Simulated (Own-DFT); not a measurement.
# Which defects push the lattice out? L1_0 TiAl

Calculated, not measured: single-point runs of Own-DFT, a retired in-house plane-wave DFT program that no person has reviewed, on unrelaxed cells, without spin or spin-orbit coupling.

All runs used: PBE; PseudoDojo norm-conserving scalar-relativistic files; cutoff 42 hartree; 4 x 4 x 4 k mesh centred on Gamma; cold (Marzari-Vanderbilt) smearing of 0.2 eV.

Known weak points: forces on such cells failed a check on a denser k mesh; stress not checked against mesh or cutoff.

All runs share one cell, with vectors in Å (5.622, 5.622, 0.000); (-5.622, 5.622, 0.000); (0.000, 0.000, 8.133) and a volume of 514.0 Å³. The atoms are randomly displaced, by u rms on each axis. The defect's site can differ from row to row.

| cell | formula | u (Å) | P (GPa) |
|---|---|---|---|
| no defect | Al16Ti16 | 0.0175 | 1.16 |
| no defect | Al16Ti16 | 0.0201 | 1.19 |
| no defect | Al16Ti16 | 0.0545 | 1.96 |
| two Al vacancies | Al14Ti16 | 0.0268 | -0.71 |
| two Al vacancies | Al14Ti16 | 0.0329 | -0.43 |
| two Al vacancies | Al14Ti16 | 0.0502 | ? |
| two Al vacancies | Al14Ti16 | 0.0510 | 0.03 |
| one Ti vacancy | Al16Ti15 | 0.0289 | 0.35 |
| one Ti vacancy | Al16Ti15 | 0.0291 | 0.45 |
| one Ti vacancy | Al16Ti15 | 0.0345 | 0.50 |

## What the rows give

P = P0 + c u² + a shift for each defect gives P0 = 1.04 GPa, c = 320 ± 25 GPa/Å² and a scatter of 0.06 GPa. The shifts, and each times the cell's volume:

- one Ti vacancy: -0.91 ± 0.05 GPa, -2.9 eV
- two Al vacancies: -1.88 ± 0.05 GPa, -6.0 eV (-3.0 eV for each of its 2 sites)

A positive shift means that the defect pushes the cell outwards. Shift times volume (160.2 GPa Å³ is 1 eV) depends little on the cell's size, so, taken for each site, it can be compared between cells at like pressure. The atoms around the defects weren't relaxed, which would change these numbers.

## Check

Asked: what pressure belongs in the blank (two Al vacancies, u = 0.0502 Å)?

The fitted form gives -0.04 ± 0.08 GPa. The calculation gave -0.19 GPa.
